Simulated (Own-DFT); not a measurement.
## Calculated data, SiC (4H silicon carbide, atoms displaced)

All values are calculated (Own-DFT development build). A calculation, not a measurement: plane-wave PBE density functional theory by an unreviewed code, no spin, of a simulated periodic cell, stress positive in tension, free energy of the whole cell less one offset for each atom, forces on such cells passed a denser k mesh, this cell's mesh not checked; offsets are fitted by least squares, one for each functional and potential file, so energies compare only between cells with the same atoms and settings and are not formation energies; the far tail of each file's local potential was reset to the Coulomb form; each entry is a single point on an unrelaxed cell, so the pressure reflects the starting lattice, mostly measured values (interpolated for alloys), from which strain is counted, and rises with the displacements; printed positions are rounded, which can move forces by about a meV/angstrom; the program, named Own-DFT, is a retired in-house code; no spin-orbit coupling.

Settings shared by all entries: functional PBE; potential files PseudoDojo norm-conserving, scalar-relativistic, standard set; wave cutoff 42 hartree; occupations Fermi-Dirac; smearing width 0.1 eV; hardware one NVIDIA H100; k mesh 4 x 4 x 3 centred on Gamma.

```yaml
- entry: 1
  formula: SiC
  kind: "4H silicon carbide, atoms displaced"
  structure:
    cell_angstrom: [[9.2481, 0.0, 0.0], [-4.6241, 8.0091, 0.0], [0.0, 0.0, 10.0681]]
    atoms_fractional:
      - [Si, 0.99034, 0.00847, 0.40284]
      - [Si, 0.10749, 0.21645, 0.15646]
      - [C, 0.98451, 0.9995, 0.09042]
      - [C, 0.11612, 0.22732, 0.34779]
      - [Si, 0.01315, 0.33383, 0.3974]
      - [Si, 0.11589, 0.55989, 0.16244]
      - [C, 0.99526, 0.3308, 0.09112]
      - [C, 0.12178, 0.54811, 0.33809]
      - [Si, 0.99788, 0.6586, 0.39446]
      - [Si, 0.10744, 0.8786, 0.15443]
      - [C, 0.99792, 0.65652, 0.09722]
      - [C, 0.1129, 0.89295, 0.33697]
      - [Si, 0.33956, 0.01554, 0.40104]
      - [Si, 0.44081, 0.21956, 0.1564]
      - [C, 0.32578, 0.00012, 0.09529]
      - [C, 0.45013, 0.219, 0.3356]
      - [Si, 0.34725, 0.33628, 0.41074]
      - [Si, 0.44032, 0.55908, 0.1493]
      - [C, 0.3321, 0.31865, 0.08892]
      - [C, 0.44142, 0.54644, 0.34596]
      - [Si, 0.32874, 0.64744, 0.41891]
      - [Si, 0.4442, 0.88362, 0.15594]
      - [C, 0.34092, 0.66177, 0.10031]
      - [C, 0.45999, 0.90835, 0.3354]
      - [Si, 0.66327, 0.99542, 0.42101]
      - [Si, 0.77686, 0.21992, 0.14884]
      - [C, 0.66654, 0.9912, 0.08893]
      - [C, 0.77777, 0.21885, 0.33994]
      - [Si, 0.66349, 0.32707, 0.41319]
      - [Si, 0.78251, 0.55637, 0.14573]
      - [C, 0.66356, 0.32795, 0.09078]
      - [C, 0.77757, 0.55434, 0.33975]
      - [Si, 0.67138, 0.68116, 0.40144]
      - [Si, 0.77342, 0.88796, 0.14198]
      - [C, 0.66069, 0.66075, 0.08356]
      - [C, 0.78418, 0.89513, 0.33856]
      - [Si, 0.01318, 0.00443, 0.89804]
      - [Si, 0.8948, 0.78018, 0.65386]
      - [C, 0.99645, 0.99267, 0.59827]
      - [C, 0.88129, 0.77306, 0.84709]
      - [Si, 0.9971, 0.66502, 0.905]
      - [Si, 0.89613, 0.4428, 0.65352]
      - [C, 0.00641, 0.66804, 0.59019]
      - [C, 0.89401, 0.44317, 0.84707]
      - [Si, 0.99621, 0.33064, 0.90452]
      - [Si, 0.88569, 0.10844, 0.65343]
      - [C, 0.98519, 0.31459, 0.5927]
      - [C, 0.87377, 0.10883, 0.84307]
      - [Si, 0.66682, 0.00411, 0.91699]
      - [Si, 0.54964, 0.77734, 0.65617]
      - [C, 0.66156, 0.98513, 0.59452]
      - [C, 0.56119, 0.77755, 0.82806]
      - [Si, 0.67682, 0.66231, 0.91289]
      - [Si, 0.55602, 0.44227, 0.6639]
      - [C, 0.65823, 0.66934, 0.60094]
      - [C, 0.55743, 0.43893, 0.83735]
      - [Si, 0.6776, 0.33973, 0.89922]
      - [Si, 0.56667, 0.11951, 0.66527]
      - [C, 0.65234, 0.33303, 0.59758]
      - [C, 0.55021, 0.1126, 0.84653]
      - [Si, 0.33495, 0.00187, 0.90672]
      - [Si, 0.22309, 0.77253, 0.66324]
      - [C, 0.33503, 0.00797, 0.59264]
      - [C, 0.2195, 0.7888, 0.83647]
      - [Si, 0.34937, 0.66527, 0.8974]
      - [Si, 0.21274, 0.44341, 0.67009]
      - [C, 0.33391, 0.66292, 0.59759]
      - [C, 0.21982, 0.44014, 0.83142]
      - [Si, 0.34119, 0.33343, 0.90257]
      - [Si, 0.22848, 0.10945, 0.64662]
      - [C, 0.33993, 0.32891, 0.58192]
      - [C, 0.22807, 0.12501, 0.8399]
  results:
    "free_energy_of_cell_above_offsets [eV]": "-2.367"
    "pressure [GPa]": 6.78
    "stress_xx [GPa]": -4.85
    "stress_yy [GPa]": -5.08
    "stress_zz [GPa]": -10.41
    "stress_yz [GPa]": 1.13
    "stress_xz [GPa]": 0.44
    "stress_xy [GPa]": -0.14
    force_element: [Si, Si, C, C, Si, Si, C, C, Si, Si, C, C, Si, Si, C, C, Si, Si, C, C, Si, Si, C, C, Si, Si, C, C, Si, Si, C, C, Si, Si, C, C, Si, Si, C, C, Si, Si, C, C, Si, Si, C, C, Si, Si, C, C, Si, Si, C, C, Si, Si, C, C, Si, Si, C, C, Si, Si, C, C, Si, Si, C, C]
    "force_x [eV/angstrom]": [3.393, -0.037, 3.568, 2.012, -3.434, 0.845, 1.351, -1.654, 0.386, -1.517, 0.595, -0.286, 0.478, 1.41, 1.556, -0.973, -0.656, 3.575, -2.105, 0.652, 0.126, -0.349, -3.754, -1.004, 0.217, -0.405, -2.232, 0.657, 0.702, -1.584, 0.013, -0.578, 0.788, 0.588, 0.405, -2.174, -2.953, -1.389, 0.036, 2.793, 0.861, -1.846, -0.142, -0.284, 1.093, 0.162, 1.115, 2.528, -0.67, 1.263, -0.842, 0.088, -2.961, -1.91, 2.317, 0.198, -1.442, -1.495, 3.921, 1.819, -1.231, -0.643, 2.753, 1.246, -2.145, 1.319, -1.409, 0.615, -0.888, -1.991, -1.405, 0.943]
    "force_y [eV/angstrom]": [-1.137, 0.483, -0.148, -0.846, -0.808, -1.841, 0.904, 1.206, 1.572, 1.618, 1.554, -0.389, -3.61, -0.088, -1.19, 2.332, -1.117, -3.579, 2.416, 2.043, 2.583, 1.193, 1.658, -2.457, 1.086, -0.395, 1.108, 0.422, 0.957, -1.837, 0.667, -0.151, -2.392, -1.207, 0.432, -0.572, -0.258, -2.003, 2.009, 1.297, 0.516, 0.183, -0.973, 1.01, -0.605, -2.394, 3.423, 0.639, -1.272, -1.046, 2.988, 0.228, -0.25, 1.501, -0.529, 1.178, -1.701, -1.916, -0.008, 0.204, 0.613, 1.798, -1.984, -1.691, 0.345, -1.246, -0.638, 0.31, 0.4, 1.037, 0.623, -2.258]
    "force_z [eV/angstrom]": [0.797, -0.36, -1.024, -1.251, 1.451, -2.415, 0.272, 2.115, 1.37, 0.027, -1.556, 1.346, 0.708, -0.847, -1.088, 1.322, -2.881, 2.384, 0.079, -1.19, -2.548, -0.087, -3.1, 2.427, -4.749, 1.547, 1.578, 1.274, -2.025, 2.266, -0.849, 0.082, 1.234, 2.451, 3.129, -0.587, 1.138, 0.374, -1.364, -0.839, 0.109, -0.082, -0.233, -1.562, 0.436, 1.554, -1.073, -0.45, -4.163, -1.101, 1.445, 5.262, -4.239, -3.213, -1.823, 3.021, 1.531, -1.757, -0.324, 0.641, 0.089, -3.653, -0.435, 3.217, 0.808, -8.239, 0.754, 7.716, 0.417, 1.227, 4.381, -0.868]
    "wall_time [s]": 338.5
- entry: 2
  formula: SiC
  kind: "4H silicon carbide, atoms displaced"
  structure:
    cell_angstrom: [[9.2481, 0.0, 0.0], [-4.6241, 8.0091, 0.0], [0.0, 0.0, 10.0681]]
    atoms_fractional:
      - [Si, 0.99872, 0.99026, 0.40793]
      - [Si, 0.11052, 0.22802, 0.15409]
      - [C, 0.99583, 0.99076, 0.10082]
      - [C, 0.10767, 0.22503, 0.33875]
      - [Si, 0.99307, 0.32333, 0.40737]
      - [Si, 0.11305, 0.57129, 0.16191]
      - [C, 0.98822, 0.32367, 0.09829]
      - [C, 0.11823, 0.55655, 0.35235]
      - [Si, 0.98957, 0.66909, 0.39506]
      - [Si, 0.12906, 0.88183, 0.15156]
      - [C, 0.99364, 0.65906, 0.08318]
      - [C, 0.11544, 0.89305, 0.34489]
      - [Si, 0.32754, 0.9997, 0.39973]
      - [Si, 0.44034, 0.22472, 0.163]
      - [C, 0.34272, 0.00558, 0.1004]
      - [C, 0.43885, 0.22296, 0.34689]
      - [Si, 0.32712, 0.32908, 0.40992]
      - [Si, 0.45349, 0.55569, 0.16792]
      - [C, 0.34396, 0.33548, 0.08967]
      - [C, 0.42509, 0.54108, 0.33708]
      - [Si, 0.34074, 0.66579, 0.40298]
      - [Si, 0.44257, 0.89066, 0.16104]
      - [C, 0.31869, 0.65612, 0.09335]
      - [C, 0.4429, 0.90436, 0.34495]
      - [Si, 0.66564, 0.99774, 0.39179]
      - [Si, 0.76718, 0.21737, 0.15361]
      - [C, 0.66696, 0.99403, 0.08766]
      - [C, 0.77734, 0.21935, 0.34978]
      - [Si, 0.66779, 0.33654, 0.40397]
      - [Si, 0.78085, 0.56195, 0.15743]
      - [C, 0.65887, 0.31967, 0.09851]
      - [C, 0.78429, 0.56609, 0.34712]
      - [Si, 0.66503, 0.67034, 0.41499]
      - [Si, 0.7792, 0.87915, 0.1595]
      - [C, 0.67154, 0.6688, 0.08986]
      - [C, 0.7865, 0.90286, 0.34159]
      - [Si, 0.00417, 0.00417, 0.89412]
      - [Si, 0.89476, 0.77871, 0.65629]
      - [C, 0.99678, 0.99669, 0.58965]
      - [C, 0.89329, 0.77216, 0.8465]
      - [Si, 0.9981, 0.66243, 0.90514]
      - [Si, 0.89146, 0.44723, 0.655]
      - [C, 0.0046, 0.67346, 0.59283]
      - [C, 0.88393, 0.44483, 0.85448]
      - [Si, 0.00383, 0.33626, 0.90198]
      - [Si, 0.89022, 0.11109, 0.65436]
      - [C, 0.99235, 0.3308, 0.60728]
      - [C, 0.88964, 0.11579, 0.84002]
      - [Si, 0.6607, 0.9782, 0.9126]
      - [Si, 0.5741, 0.7789, 0.64466]
      - [C, 0.65969, 0.00347, 0.58679]
      - [C, 0.55463, 0.77266, 0.84214]
      - [Si, 0.66674, 0.66316, 0.90038]
      - [Si, 0.55899, 0.44261, 0.66005]
      - [C, 0.64991, 0.65695, 0.5926]
      - [C, 0.55844, 0.44115, 0.83519]
      - [Si, 0.66998, 0.32795, 0.91304]
      - [Si, 0.53742, 0.10541, 0.65188]
      - [C, 0.67388, 0.3475, 0.59259]
      - [C, 0.56391, 0.1301, 0.85272]
      - [Si, 0.33304, 0.99754, 0.9081]
      - [Si, 0.24607, 0.79589, 0.65309]
      - [C, 0.33429, 0.00803, 0.59191]
      - [C, 0.221, 0.77608, 0.84157]
      - [Si, 0.32729, 0.66412, 0.9084]
      - [Si, 0.22161, 0.44563, 0.6614]
      - [C, 0.3288, 0.66427, 0.58929]
      - [C, 0.21299, 0.43649, 0.83535]
      - [Si, 0.33526, 0.33993, 0.89967]
      - [Si, 0.22132, 0.11583, 0.65438]
      - [C, 0.32801, 0.3364, 0.59419]
      - [C, 0.22428, 0.11608, 0.83713]
  results:
    "free_energy_of_cell_above_offsets [eV]": "-3.507"
    "pressure [GPa]": 5.85
    "stress_xx [GPa]": -6.39
    "stress_yy [GPa]": -4.43
    "stress_zz [GPa]": -6.74
    "stress_yz [GPa]": -0.76
    "stress_xz [GPa]": 0.56
    "stress_xy [GPa]": 0.78
    force_element: [Si, Si, C, C, Si, Si, C, C, Si, Si, C, C, Si, Si, C, C, Si, Si, C, C, Si, Si, C, C, Si, Si, C, C, Si, Si, C, C, Si, Si, C, C, Si, Si, C, C, Si, Si, C, C, Si, Si, C, C, Si, Si, C, C, Si, Si, C, C, Si, Si, C, C, Si, Si, C, C, Si, Si, C, C, Si, Si, C, C]
    "force_x [eV/angstrom]": [-0.421, 0.594, 1.899, 1.142, 0.476, 0.232, 0.511, -2.324, 4.985, -4.508, 0.724, -0.506, 0.209, 0.785, -0.354, 0.591, -0.951, -1.337, -2.006, 2.644, -2.391, 1.35, 2.328, 2.321, -1.028, 2.408, -0.389, -1.33, 0.095, -0.071, -1.273, -3.001, -0.144, -0.36, -0.672, -0.344, -0.656, -0.314, 0.139, -1.621, 0.511, -0.789, 0.637, 1.414, -1.837, -1.742, 1.629, 0.052, -0.409, -6.075, 1.4, -0.177, 0.314, -1.209, 4.521, -0.34, -1.301, 4.084, -0.199, -0.06, 0.287, -2.43, -1.649, 0.47, 0.777, -0.953, 1.986, 1.269, 0.848, -0.144, 1.126, 0.558]
    "force_y [eV/angstrom]": [2.673, -1.528, 1.336, -1.282, 1.922, -4.218, 2.038, 0.109, 0.904, 0.844, 1.422, -1.509, 1.256, -0.254, -0.328, 0.516, -0.263, -0.397, 0.483, 1.907, 0.881, -0.845, 1.893, -2.898, 1.224, -0.654, -0.719, 0.703, -0.26, -1.59, 2.693, -1.9, -0.253, 1.887, -1.254, -3.341, -0.642, -0.803, 0.319, 1.244, 0.213, 0.895, -0.223, -0.095, -1.144, -0.423, 0.341, -1.809, 3.836, 2.013, -0.756, -1.065, -0.099, -0.389, -0.261, 0.474, 2.831, 3.163, -2.067, -6.481, 1.521, -2.898, -0.455, 0.668, -0.365, 0.312, 0.756, 1.941, -0.75, -0.286, -0.216, -0.501]
    "force_z [eV/angstrom]": [-1.328, -0.341, -1.841, 1.787, 0.846, 0.145, -1.307, -1.396, 3.603, 0.461, 2.745, -1.355, 1.982, -0.951, -1.559, 0.186, -0.375, -5.031, 0.025, 3.414, 0.952, -1.513, 0.5, -0.791, 2.905, 0.894, 3.248, -1.82, 0.831, -0.539, 0.223, -1.635, -2.525, -1.41, 0.705, 0.69, 2.58, 0.267, 0.83, -1.233, -1.203, 1.227, -0.595, -1.99, 1.804, 0.135, -2.632, 0.52, -2.412, 2.519, 0.057, -0.75, 0.411, -1.884, -0.241, 3.024, 0.354, 1.744, -0.691, -2.473, -0.19, 0.024, -1.328, 0.337, -0.841, -2.838, 0.439, 3.035, 0.641, -0.357, 0.091, 1.193]
    "wall_time [s]": 350.2
- entry: 3
  formula: SiC
  kind: "4H silicon carbide, atoms displaced"
  structure:
    cell_angstrom: [[9.2481, 0.0, 0.0], [-4.6241, 8.0091, 0.0], [0.0, 0.0, 10.0681]]
    atoms_fractional:
      - [Si, 0.99967, 9.0e-05, 0.38798]
      - [Si, 0.11683, 0.23352, 0.15898]
      - [C, 0.97812, 0.9919, 0.08963]
      - [C, 0.1107, 0.22483, 0.34238]
      - [Si, 0.99372, 0.32743, 0.4042]
      - [Si, 0.11564, 0.56287, 0.15713]
      - [C, 0.98858, 0.33347, 0.10119]
      - [C, 0.1063, 0.55454, 0.34112]
      - [Si, 0.00302, 0.67234, 0.39971]
      - [Si, 0.11732, 0.88863, 0.15619]
      - [C, 0.99951, 0.65645, 0.10018]
      - [C, 0.111, 0.8884, 0.34297]
      - [Si, 0.32865, 0.00718, 0.40214]
      - [Si, 0.44397, 0.21677, 0.15415]
      - [C, 0.3206, 0.99951, 0.09088]
      - [C, 0.45113, 0.22832, 0.34059]
      - [Si, 0.33823, 0.34075, 0.4077]
      - [Si, 0.44772, 0.56024, 0.15332]
      - [C, 0.32708, 0.32565, 0.08647]
      - [C, 0.44228, 0.55499, 0.34834]
      - [Si, 0.33014, 0.67244, 0.39804]
      - [Si, 0.43979, 0.90387, 0.1524]
      - [C, 0.32718, 0.65739, 0.08943]
      - [C, 0.44516, 0.88893, 0.34817]
      - [Si, 0.67295, 0.00633, 0.41118]
      - [Si, 0.77608, 0.22287, 0.16212]
      - [C, 0.66445, 0.9989, 0.08753]
      - [C, 0.77366, 0.21577, 0.34288]
      - [Si, 0.68194, 0.34343, 0.39173]
      - [Si, 0.789, 0.55396, 0.15063]
      - [C, 0.66851, 0.33722, 0.08665]
      - [C, 0.78565, 0.56082, 0.33521]
      - [Si, 0.68185, 0.67287, 0.41305]
      - [Si, 0.79183, 0.90347, 0.16592]
      - [C, 0.6609, 0.65331, 0.07537]
      - [C, 0.78131, 0.88389, 0.3451]
      - [Si, 0.00805, 0.99374, 0.90199]
      - [Si, 0.90403, 0.79081, 0.65292]
      - [C, 0.9955, 0.00606, 0.59438]
      - [C, 0.884, 0.77975, 0.8432]
      - [Si, 0.00118, 0.66303, 0.91349]
      - [Si, 0.89203, 0.44583, 0.65995]
      - [C, 0.00216, 0.67234, 0.5903]
      - [C, 0.88999, 0.43673, 0.85032]
      - [Si, 0.99337, 0.32208, 0.90849]
      - [Si, 0.89122, 0.10594, 0.649]
      - [C, 0.99322, 0.32904, 0.59666]
      - [C, 0.89674, 0.11136, 0.83916]
      - [Si, 0.67858, 0.99895, 0.90671]
      - [Si, 0.55905, 0.77421, 0.65833]
      - [C, 0.67852, 0.01122, 0.59673]
      - [C, 0.55759, 0.77587, 0.83542]
      - [Si, 0.68197, 0.67999, 0.91353]
      - [Si, 0.56779, 0.45879, 0.65276]
      - [C, 0.67068, 0.66674, 0.59118]
      - [C, 0.55441, 0.4322, 0.84154]
      - [Si, 0.65812, 0.33578, 0.90364]
      - [Si, 0.54969, 0.11265, 0.65309]
      - [C, 0.66765, 0.32577, 0.5876]
      - [C, 0.55973, 0.10484, 0.84824]
      - [Si, 0.34358, 0.01127, 0.90712]
      - [Si, 0.22464, 0.77438, 0.66133]
      - [C, 0.34264, 0.99985, 0.5988]
      - [C, 0.231, 0.77664, 0.84205]
      - [Si, 0.33862, 0.6884, 0.90271]
      - [Si, 0.23173, 0.45231, 0.65647]
      - [C, 0.33213, 0.66571, 0.58996]
      - [C, 0.21592, 0.43734, 0.84195]
      - [Si, 0.33601, 0.33703, 0.90934]
      - [Si, 0.22238, 0.10447, 0.64806]
      - [C, 0.33694, 0.33327, 0.58506]
      - [C, 0.2269, 0.11462, 0.83765]
  results:
    "stress_zz [GPa]": null
```

Q: SiC (4H silicon carbide, atoms displaced) (entry 3): stress zz?
A: -7.52 GPa

Further results for SiC (4H silicon carbide, atoms displaced) (entry 3):

| Property | Result |
| --- | --- |
| free energy of cell above offsets | -3.755 eV |
| pressure | 5.99 GPa |
| stress xx | -6.18 GPa |
| stress yy | -4.28 GPa |
| stress yz | 2 GPa |
| stress xz | 0.71 GPa |
| stress xy | -0.27 GPa |
| wall time | 357.3 s |

Force:
| element | x (eV/Å) | y (eV/Å) | z (eV/Å) |
| --- | --- | --- | --- |
| Si | 0.501 | 1.019 | 3.066 |
| Si | -1.283 | -1.372 | -1.401 |
| C | 6.003 | 2.694 | -0.472 |
| C | 0.739 | -0.107 | 0.172 |
| Si | 0.414 | 1.263 | 1.226 |
| Si | 0.827 | -2.499 | -0.095 |
| C | 2.286 | 0.498 | -0.958 |
| C | 0.415 | 0.162 | 0.507 |
| Si | 0.622 | -1.139 | 1.313 |
| Si | -3.637 | -1.074 | -0.138 |
| C | 0.241 | 3.289 | -1.684 |
| C | 0.161 | 0.903 | -0.696 |
| Si | 2.504 | -0.253 | 1.501 |
| Si | -0.861 | 2.17 | -0.142 |
| C | 1.875 | 0.859 | -0.376 |
| C | -0.391 | -0.179 | -0.15 |
| Si | 0.008 | -0.858 | -1.156 |
| Si | 0.518 | -1.048 | 0.087 |
| C | 0.675 | 0.907 | 2.308 |
| C | 0.868 | 1.726 | -1.455 |
| Si | 0.886 | -1.482 | 1.547 |
| Si | 2.703 | -2.61 | 0.82 |
| C | -0.046 | 2.666 | 0.154 |
| C | -0.691 | 1.884 | -1.448 |
| Si | -0.733 | -1.785 | 0.162 |
| Si | -0.539 | -0.776 | -2.41 |
| C | -0.065 | 0.319 | 2.327 |
| C | 0.459 | 0.84 | -0.246 |
| Si | -1.671 | -1.469 | 2.774 |
| Si | -3.598 | -0.31 | -0.158 |
| C | -0.084 | -1.392 | 1.816 |
| C | -0.352 | 0.346 | 0.7 |
| Si | -1.931 | -1.829 | -2.037 |
| Si | -4.514 | -3.722 | -1.711 |
| C | 0.599 | 1.154 | 7.58 |
| C | -1.3 | 1.118 | 0.256 |
| Si | -1.738 | 1.84 | 0.396 |
| Si | -1.426 | -1.571 | 0.62 |
| C | 3.637 | -1.374 | -2.698 |
| C | 3.383 | -0.305 | -0.685 |
| Si | 0.156 | -0.298 | -1.6 |
| Si | -0.566 | -0.694 | -0.398 |
| C | 0.701 | -0.296 | 0.299 |
| C | -1.465 | 1.338 | -0.744 |
| Si | 0.821 | 1.177 | 0.17 |
| Si | -1.646 | 2.818 | 2.512 |
| C | 1.494 | 1.082 | -1.307 |
| C | 0.134 | -1.303 | 0.446 |
| Si | -0.71 | 0.1 | -1.544 |
| Si | -0.861 | 1.243 | -2.126 |
| C | -1.679 | -2.417 | -0.748 |
| C | 0.372 | 0.37 | 2.606 |
| Si | -2.415 | -2.172 | -5.544 |
| Si | 0.127 | -4.032 | 0.398 |
| C | 0.785 | 1.954 | 0.817 |
| C | -2.296 | 3.208 | -1.002 |
| Si | 3.771 | -1.75 | 0.039 |
| Si | 3.121 | 0.654 | 1.507 |
| C | -0.509 | 2.633 | -0.213 |
| C | -0.334 | 1.133 | -0.635 |
| Si | -0.662 | -1.187 | -1.691 |
| Si | -0.099 | 0.417 | -1.812 |
| C | -2.912 | -1.448 | -2.082 |
| C | -4.571 | 2.272 | 0.561 |
| Si | 3.978 | -4.869 | 1.178 |
| Si | -0.947 | -2.312 | -0.34 |
| C | 0.613 | 0.852 | 0.002 |
| C | 0.515 | 1.676 | 0.776 |
| Si | -0.629 | -0.149 | -2.576 |
| Si | -0.304 | 1.817 | 0.927 |
| C | 0.111 | 0.316 | 2.104 |
| C | 0.441 | -0.636 | 0.804 |
